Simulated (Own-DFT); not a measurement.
# How strain changes the stress of wurtzite AlGaN with randomly placed atoms, 96 atoms (Al36Ga12N48)

All numbers below are calculated, not measured. The program, named Own-DFT, is a retired in-house plane-wave density functional code that no person has reviewed. Each row is one single-point run on a periodic cell that was not relaxed, without spin or spin-orbit coupling.

Settings of every run: PBE; PseudoDojo norm-conserving scalar-relativistic files (stringent for Ga); cutoff 96 hartree; 3 x 4 x 3 k mesh centred on Gamma; Gaussian smearing of 0.01 eV.

Known limits: k mesh not checked against a denser one; stress not checked against mesh or cutoff.

Unstrained cell vectors in Å: (12.525, 0.000, 0.000); (-4.697, 8.135, 0.000); (0.000, 0.000, 10.066). The unstrained cell has measured lattice constants (interpolated for alloys), not those of this functional. That, the random moves and any unrelaxed bonds set the pressure at no strain. Each run strains this cell uniformly, with the atoms carried along. Every atom was also moved at random, by a Gaussian of width 0.05 Å on each axis. The random placing of the alloy's atoms differs from row to row. Strain is the symmetric tensor, in per cent. Stress is positive in tension, and the pressure is minus a third of its trace.

| run | e_xx (%) | e_yy (%) | e_zz (%) | s_xx (GPa) | s_yy (GPa) | s_zz (GPa) | P (GPa) | E (meV/atom) |
|---|---|---|---|---|---|---|---|---|
| 1 | -1.25 | -1.25 | 0.00 | -15.52 | -11.60 | -8.84 | 11.99 | 31.0 |
| 2 | 2.75 | 2.75 | 0.00 | 7.14 | 7.20 | -2.16 | -4.06 | 11.8 |
| 3 | -0.50 | -0.50 | 0.00 | -8.78 | -7.63 | -9.40 | 8.60 | 17.6 |
| 4 | 0.50 | 0.50 | 0.00 | -3.44 | -3.19 | -5.74 | 4.12 | 4.9 |
| 5 | 1.25 | 1.25 | 0.00 | -0.46 | 0.32 | -3.13 | 1.09 | 0.0 |
| 6 | 3.00 | 3.00 | 0.00 | 7.97 | 9.20 | -2.91 | -4.75 | 17.2 |
| 7 | -0.25 | -0.25 | 0.00 | -7.91 | -9.46 | -5.00 | 7.46 | 18.0 |
| 8 | -1.75 | -1.75 | 0.00 | -17.69 | -16.94 | -9.23 | 14.62 | 39.1 |
| 9 | 2.25 | 2.25 | 0.00 | ? | ? | ? | ? | ? |

E is the free energy for each atom above the lowest run shown.

## Worked fit

The change of volume is close to e_xx + e_yy + e_zz. A straight line through the runs shown gives P = 6.82 - 200 x (fractional change of volume) GPa, with an error of 7 on the slope and a scatter of 0.63 GPa. The strain isn't the same on all axes and the cell isn't cubic, so the slope belongs to this path and is not the bulk modulus.

## Withheld run

Question: what pressure should run 9 give? Its volume changes by 4.55 %.

The line gives -2.3 GPa. The calculation gave -2.22 GPa.
